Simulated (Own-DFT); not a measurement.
# Computed records: Hf₃₆O₇₁ (tetragonal hafnia with one neutral oxygen vacancy, atoms displaced)

Computed with Own-DFT development build. A calculation, not a measurement: plane-wave PBE and HSE06 DFT by an unreviewed code, no spin, of a simulated cell at Gamma alone, so results move with cell size and shape, stress positive in tension, energies less offsets, not probed for a lower state with spin; hafnium file: forces about 75 meV/angstrom off all-electron values; oxygen file: force components 24 meV/angstrom off all-electron in a glass; k mesh not checked against a denser one; forces and stress are PBE's, HSE06 gives the energy alone, and its difference from PBE has offsets of its own; offsets are fitted by least squares, one for each functional and potential file, so energies compare only between cells with the same atoms and settings and are not formation energies; the far tail of each file's local potential was reset to the Coulomb form; each entry is a single point on an unrelaxed cell, so the pressure reflects the starting lattice, taken from the Materials Project, from which strain is counted, and rises with the displacements; printed positions are rounded, which can move forces by about a meV/angstrom; the program is a retired in-house code; no spin-orbit coupling.

Settings shared by all entries: first functional PBE; second functional HSE06; exact exchange share 0.25; screening 0.11 1/bohr; exchange divergence Gygi-Baldereschi; potential files PseudoDojo norm-conserving, scalar-relativistic, made for PBE, standard set; wave cutoff 48 hartree; occupations fixed; k mesh 1 x 1 x 1 centred on Gamma.

(1) 
```xyz
107
Lattice="10.7800 0.0000 0.0000 0.0000 10.7800 0.0000 0.0000 0.0000 10.4493" Properties=species:S:1:pos:R:3:force_x:R:1:force_y:R:1:force_z:R:1 formula=Hf36O71 PBE_energy_of_cell_above_offsets=-95.820 HSE06_less_PBE_above_offsets=0.135 PBE_pressure=2.37 PBE_stress_xx=-2.53 PBE_stress_yy=-1.76 PBE_stress_zz=-2.8 PBE_stress_yz=0.49 PBE_stress_xz=0.29 PBE_stress_xy=-0.12
Hf    10.7781    10.6774    10.4050      0.564      3.263      0.312
Hf     1.7653     1.8545     2.5849      1.107     -0.103      1.159
O      0.0663     1.7467     1.6742     -1.735      0.804     -0.926
O      1.7787    10.7700     3.6386     -0.054      0.393     -0.239
O     10.7378     1.7399     4.2334      0.106      1.382     -0.427
O      1.8059     0.0072     0.9985     -0.668     -0.725     -0.239
Hf     0.0905     0.0600     5.1797     -2.724     -0.581       0.36
Hf     1.7809     1.7863     7.8248     -1.029      1.822      0.477
O     10.7038     1.8284     6.8516      1.234     -0.426     -0.734
O      1.7910    10.7613     8.8931     -0.229     -0.584     -0.787
O      0.0498     1.8617     9.3832     -0.072     -1.427      1.302
O      1.7499    10.7253     6.1902      0.905      0.387       1.52
Hf    10.7619     3.5999     0.0384      0.977     -0.626     -1.427
Hf     1.6825     5.4665     2.5312      3.114     -2.276       2.63
O      0.0069     5.4006     1.5745     -2.026      0.046     -1.143
O      1.8236     3.5739     3.6428      -0.74      0.014     -0.087
O      0.0003     5.3700     4.1647     -0.329      1.316     -0.172
O      1.8410     3.6211     1.0549     -1.011     -0.213     -0.474
Hf    10.7146     3.6236     5.2046       1.34      0.459      1.084
Hf     1.8395     5.4457     7.8341     -1.919     -1.424      0.166
O     10.7498     5.3232     6.7487      0.515      0.549       0.78
O      1.8633     3.6100     8.8265     -0.034     -0.247      0.416
O      0.0331     5.3179     9.3887      0.357       1.62      1.054
O      1.8368     3.5568     6.3510     -0.825     -0.095     -1.485
Hf     0.0553     7.2345     0.1128     -0.422     -2.355     -2.053
Hf     1.7877     8.9663     2.6241      2.258      0.647       1.25
O     10.7632     8.9167     1.6307      2.396      0.141      -2.49
O      1.8126     7.1417     3.5869     -0.537      1.167      0.556
O      0.0296     8.9994     4.2038      -0.29       0.12     -0.674
O      1.7845     7.1216     1.1161      0.261      0.887     -1.366
Hf    10.7218     7.3202     5.2717      1.041     -2.521     -0.327
Hf     1.7495     8.9328     7.9122      2.101     -0.273     -0.881
O     10.7585     8.9685     6.8341      1.594     -0.571     -0.359
O      0.0551     8.9229     9.3877      0.017     -0.461      0.495
O      1.7856     7.1930     6.2216     -0.549     -0.133      0.998
Hf     3.5943     0.0632    10.4252     -0.697     -0.891      0.857
Hf     5.3500     1.7286     2.5116       0.64      1.295      0.532
O      3.5744     1.7654     1.6157      0.065     -0.021     -1.074
O      5.4245     0.0540     3.6595     -0.513     -1.318     -0.238
O      3.6266     1.7608     4.1797      0.016      0.216      0.338
O      5.3925     0.0480     1.0544      0.032     -0.329     -0.511
Hf     3.5068     0.0304     5.2294      1.297     -1.116     -0.225
Hf     5.3168     1.7907     7.8642      0.806     -0.055     -0.517
O      3.5577     1.7956     6.8137      0.591     -0.502      -0.07
O      5.3527    10.7463     8.8734      0.052      2.248      1.398
O      3.5028     1.7904     9.3807      0.878      0.104      0.128
O      5.3664     0.0600     6.2967     -0.193      0.336     -0.324
Hf     3.5631     3.6258    10.4130      0.516     -0.386      0.815
Hf     5.4426     5.3909     2.7028     -2.318      0.151     -1.102
O      3.5953     5.3851     1.6762      0.267      0.646     -1.284
O      5.2718     3.7169     3.7143      1.554     -2.433     -0.655
O      3.5254     5.3305     4.1502      0.128      1.335      1.726
O      5.4258     3.6552     0.9977     -0.168      -0.53      0.211
Hf     3.6006     3.5838     5.2075     -1.833      0.132     -0.833
Hf     5.3380     5.3129     7.7710      1.491      1.574      1.327
O      3.5990     5.2952     6.9146      -0.95      0.631      -1.77
O      5.4503     3.5393     8.9262     -0.492     -0.086     -1.202
O      3.5683     5.3046     9.3911     -0.225       2.21      0.641
O      5.3429     3.6542     6.1826      1.503     -0.594      1.108
Hf     3.6056     7.1639     0.0547      1.051     -0.437     -0.735
Hf     5.4465     9.0269     2.5723     -0.646     -0.553      1.225
O      3.6064     9.0522     1.6741     -0.574     -0.422      -0.59
O      5.3231     7.2324     3.6156       0.31     -0.191      0.243
O      3.4507     8.9267     4.2191      0.122      1.147      0.293
O      5.3986     7.2975     0.9831      0.062     -0.201     -0.058
Hf     3.5372     7.1602     5.2071      1.802      0.385      0.096
Hf     5.4163     9.0500     7.9576     -0.419     -3.711     -2.976
O      3.6599     8.8989     6.8034     -1.421      0.779      1.115
O      5.3240     7.1318     8.8206       0.11      0.359      1.228
O      3.5779     8.9809     9.4901     -0.596     -0.266      0.224
O      5.4204     7.2123     6.3536     -0.536     -1.581     -2.391
Hf     7.1956    10.7554    10.3936      0.632      1.126      2.046
Hf     8.9600     1.8206     2.6488      0.134     -1.812     -0.739
O      7.1834     1.7216     1.5258      0.202      0.657      1.149
O      8.9106    10.7591     3.5898      0.636     -0.276     -0.229
O      7.1779     1.6661     4.1498      0.205      4.377     -0.506
O      9.0658     0.1092     1.0547     -0.453      -1.29     -1.204
Hf     7.0616     0.0340     5.1215      1.443     -2.963      2.115
Hf     8.9567     1.6841     7.7998      0.883      0.741      0.335
O      7.2551     1.8921     6.8184      -2.23      0.008     -0.463
O      9.0367    10.7196     8.8621      0.221      0.051      0.856
O      7.1484     1.7461     9.5089      0.395      0.215     -1.339
O      9.0120    10.7282     6.3046     -0.467      0.135     -0.721
Hf     7.2598     3.6304    10.4202     -1.666     -0.782     -0.058
Hf     8.9748     5.4680     2.5729      0.313     -1.213      0.689
O      7.1487     5.4063     1.6131      1.364       0.35     -0.614
O      9.0840     3.5765     3.6649     -1.289      0.797     -0.252
O      7.1391     5.4581     4.1535      0.668     -2.474     -0.286
O      8.9870     3.5942     1.0358      0.205      0.171      0.407
Hf     7.1776     3.5711     5.2086      0.195     -0.352      0.812
Hf     8.9335     5.3428     7.8582      1.193     -0.459      -0.64
O      7.1722     5.3873     6.8649      0.087     -0.397     -1.385
O      9.0332     3.5565     8.8111     -0.865     -0.218      0.928
O      7.1644     5.3810     9.4007      0.406      0.138      0.841
O      8.9653     3.6346     6.2646     -0.758      0.025     -1.098
Hf     7.2064     7.1943     0.0110     -0.603     -0.361      -0.81
Hf     9.1180     8.9257     2.5421      -4.42      2.203      2.625
O      7.1702     8.9255     1.6377      1.818       0.36     -1.095
O      8.9449     7.2103     3.5758      0.454     -0.354      0.884
O      7.1853     8.9828     4.2129     -0.544     -0.442      0.178
O      9.0298     7.1884     1.1070     -0.518      -0.15     -0.985
Hf     7.1807     7.1077     5.1474     -1.331      3.508      2.826
Hf     9.0718     8.9608     7.8263     -3.428     -0.474     -0.821
O      7.1087     8.9090     6.8888      1.669       0.67      0.326
O      8.9262     7.1000     8.8551      0.432       1.41      0.599
O      7.2555     9.0048     9.4443     -0.427     -0.873      0.331
O      9.0057     7.2032     6.2103     -0.963      0.055      0.074
```

Units: PBE_energy_of_cell_above_offsets, HSE06_less_PBE_above_offsets in eV; PBE_pressure, PBE_stress_xx, PBE_stress_yy, PBE_stress_zz, PBE_stress_yz, PBE_stress_xz, PBE_stress_xy in GPa; force_x, force_y, force_z in eV/Å.

(2) 
```xyz
107
Lattice="10.7800 0.0000 0.0000 0.0000 10.7800 0.0000 0.0000 0.0000 10.4493" Properties=species:S:1:pos:R:3:force_x:R:1:force_y:R:1:force_z:R:1 formula=Hf36O71 PBE_energy_of_cell_above_offsets=-100.905 HSE06_less_PBE_above_offsets=-0.142 PBE_pressure=0.75 PBE_stress_xx=-0.55 PBE_stress_yy=-0.38 PBE_stress_zz=-1.33 PBE_stress_yz=0.34 PBE_stress_xz=-0.05 PBE_stress_xy=-0.03
Hf    10.7600     0.0111     0.0116      0.046      0.136      0.729
Hf     1.7717     1.7974     2.6483      0.582     -0.183     -0.868
O      0.0225     1.7952     1.5909     -0.788       0.06       -0.1
O      1.7682     0.0295     3.6213      0.436      -0.72      0.618
O     10.7528     1.7759     4.2263      0.406      0.748      -0.19
O      1.7967     0.0458     1.0663      0.148     -0.544     -1.131
Hf     0.0347     0.0172     5.2264     -2.054     -0.295     -0.728
Hf     1.7930     1.7798     7.7984     -0.505      0.577      0.505
O     10.7657     1.7869     6.8130      0.596      0.105       0.33
O      1.7847     0.0192     8.8594      -0.01     -0.216     -0.197
O     10.7683     1.8211     9.3959      0.125     -0.326       0.23
O      1.7334    10.7705     6.2292      1.941      0.174      0.963
Hf     0.0596     3.5948    10.4287     -0.549      0.506      0.274
Hf     1.8552     5.3788     2.5969      -1.73          0      0.435
O      0.0493     5.3467     1.5589     -0.767      0.291       0.43
O      1.7772     3.6034     3.5996      0.021       0.04      0.594
O     10.7637     5.3745     4.2035      -0.07      0.279      -0.26
O      1.8034     3.5780     1.0019       0.53      0.041      -0.02
Hf     0.0128     3.6194     5.2195     -0.693     -0.463      0.178
Hf     1.8117     5.3458     7.8488     -0.991      1.278     -0.607
O     10.7613     5.4178     6.8094      0.596     -0.154       0.08
O      1.8232     3.6622     8.8914     -0.026     -1.817     -0.209
O     10.7785     5.3849     9.3928     -0.052      0.021      0.536
O      1.8063     3.6063     6.2496     -0.046     -0.054      0.173
Hf    10.6842     7.2037    10.4057      1.751     -0.752      0.035
Hf     1.8584     8.9787     2.6110     -1.829      0.507     -0.183
O     10.7614     9.0431     1.5941     -0.025     -0.396      0.067
O      1.7946     7.1749     3.5784      0.144      0.039      0.445
O      0.0266     9.0060     4.2314     -0.064     -0.667     -0.133
O      1.8136     7.1953     0.9699     -0.632      0.263      0.121
Hf     0.0066     7.1612     5.2102      0.519      0.512      0.225
Hf     1.7669     8.9848     7.8518     -0.255     -0.978      0.015
O     10.7762     8.9591     6.7885      0.409      0.161      0.516
O      1.7561     7.1472     8.8334      0.272      0.675     -0.021
O     10.7285     8.9882     9.4050      0.338      0.257       0.04
O      1.8356     7.2246     6.2510     -0.526      -0.01     -0.431
Hf     3.6200     0.0010    10.4109     -0.833       0.68      0.942
Hf     5.3833     1.8240     2.6463     -0.685     -0.606      -0.44
O      3.5871     1.7592     1.5838      0.312      0.272      0.444
O      5.4160     0.0508     3.6652     -0.505     -0.888     -0.582
O      3.5861     1.8077     4.2197     -0.085     -0.167      0.316
O      5.3818     0.0098     1.0033     -0.078     -0.286      0.151
Hf     3.5681    10.7629     5.2636      0.545      0.808     -1.001
Hf     5.3893     1.7709     7.8315      0.047      1.124     -0.187
O      3.6042     1.8421     6.7652     -0.073     -0.667      0.641
O      5.3965     0.0460     8.8440     -0.133     -0.855     -0.045
O      3.6267     1.7776     9.4105     -0.157      0.711     -0.214
O      5.4443    10.7427     6.1910     -2.067       0.23      1.049
Hf     3.6003     3.6511    10.4357     -0.187     -1.793      0.355
Hf     5.3867     5.3913     2.5646      0.365      0.125      1.141
O      3.5483     5.3720     1.6241      1.416      0.164     -1.248
O      5.3980     3.5701     3.6318      0.129      0.734      0.139
O      3.6100     5.3823     4.1962     -0.224      0.262      0.303
O      5.3735     3.6198     1.0268       0.39     -0.004     -0.044
Hf     3.6051     3.6218     5.2623       0.28     -0.219     -0.706
Hf     5.3741     5.3742     7.8158      0.272      1.153       0.12
O      3.6028     5.4104     6.8052     -0.103     -0.346      0.002
O      5.4073     3.6406     8.8623      0.317     -1.458     -0.126
O      3.6381     5.3404     9.4150      0.167      1.776      0.118
O      5.4343     3.5989     6.2447      -0.81     -0.081      0.015
Hf     3.5975     7.1760     0.0411      0.038      0.152     -1.108
Hf     5.3765     9.0127     2.6357      0.666     -0.088      0.425
O      3.5989     9.0030     1.6020      0.612     -0.312     -0.602
O      5.4033     7.1512     3.6666     -0.254      0.909     -0.863
O      3.5739     8.9882     4.1692      0.069      0.346      0.407
O      5.4247     7.1484     1.0021     -0.984     -0.009     -0.265
Hf     3.5832     7.2288     5.2473      0.764     -1.084     -0.323
Hf     5.3217     8.9829     7.8373      1.763     -0.896      0.156
O      3.5813     8.9770     6.8304     -0.247      0.527     -0.686
O      3.5808     8.9847     9.3608       0.49     -0.327      0.705
O      5.4207     7.1703     6.2467     -0.571      0.578      0.255
Hf     7.1541     0.0129     0.0083      0.689     -0.976      0.024
Hf     8.9558     1.8221     2.5925      0.781     -0.845      0.543
O      7.1836     1.7831     1.5988     -0.603      0.521     -0.319
O      8.9641     0.0083     3.6443     -0.045     -0.319     -0.574
O      7.1897     1.7711     4.1983     -0.003      0.866     -0.157
O      8.9355     0.0069     1.0518       0.41      0.042     -0.607
Hf     7.1923     0.0242     5.2571      1.159     -0.392     -0.597
Hf     8.9542     1.8335     7.8387      0.563     -0.588     -0.419
O      7.1881     1.7830     6.7809     -0.406       0.22      0.573
O      8.9541    10.7578     8.8234      0.371      0.486      0.335
O      7.2489     1.7548     9.4471     -0.217       1.23     -0.416
O      8.9705     0.0237     6.2402      0.732     -0.101      0.141
Hf     7.1968     3.5503     0.0298     -0.179      0.592     -0.251
Hf     8.9969     5.4103     2.6205      0.273     -1.045     -0.187
O      7.1678     5.4087     1.5873      0.754     -0.275      0.123
O      8.9998     3.5593     3.6700     -0.218      0.859     -0.505
O      7.1708     5.4061     4.1867      0.343     -0.441      0.028
O      8.9796     3.5830     1.0146      0.048     -0.018     -0.119
Hf     7.1678     3.5788     5.1920       0.92      0.303      0.098
Hf     8.9202     5.3941     7.8468      0.811      -0.22      -1.05
O      7.1460     5.4013     6.7845      0.641     -0.016      0.406
O      9.0173     3.6383     8.8069     -0.736     -0.562       0.88
O      7.1687     5.4481     9.4588     -0.119     -1.272     -0.623
O      9.0122     3.5989     6.2827     -0.703     -0.067     -0.628
Hf     7.2183     7.1581    10.4469     -0.744      1.096     -0.134
Hf     8.9149     8.9752     2.6230      0.946      1.235      0.144
O      7.1548     8.9759     1.5756     -0.031     -0.077      0.525
O      8.9960     7.1586     3.6350     -0.111      0.637     -0.071
O      7.1606     9.0070     4.2109      0.186     -0.485     -0.403
O      8.9772     7.1649     1.0083      0.104     -0.007      0.676
Hf     7.2393     7.2141     5.2204     -0.686     -0.183      0.335
Hf     9.0377     8.9834     7.8372     -1.065      0.297     -0.498
O      7.2139     9.0027     6.8076     -0.302     -0.425      0.533
O      9.0201     7.1466     8.8477     -0.114      0.901      0.445
O      7.1794     8.9888     9.4475     -0.428     -0.529     -0.031
O      9.0413     7.1842     6.2259     -0.919      0.003      0.075
```

Units: PBE_energy_of_cell_above_offsets, HSE06_less_PBE_above_offsets in eV; PBE_pressure, PBE_stress_xx, PBE_stress_yy, PBE_stress_zz, PBE_stress_yz, PBE_stress_xz, PBE_stress_xy in GPa; force_x, force_y, force_z in eV/Å.
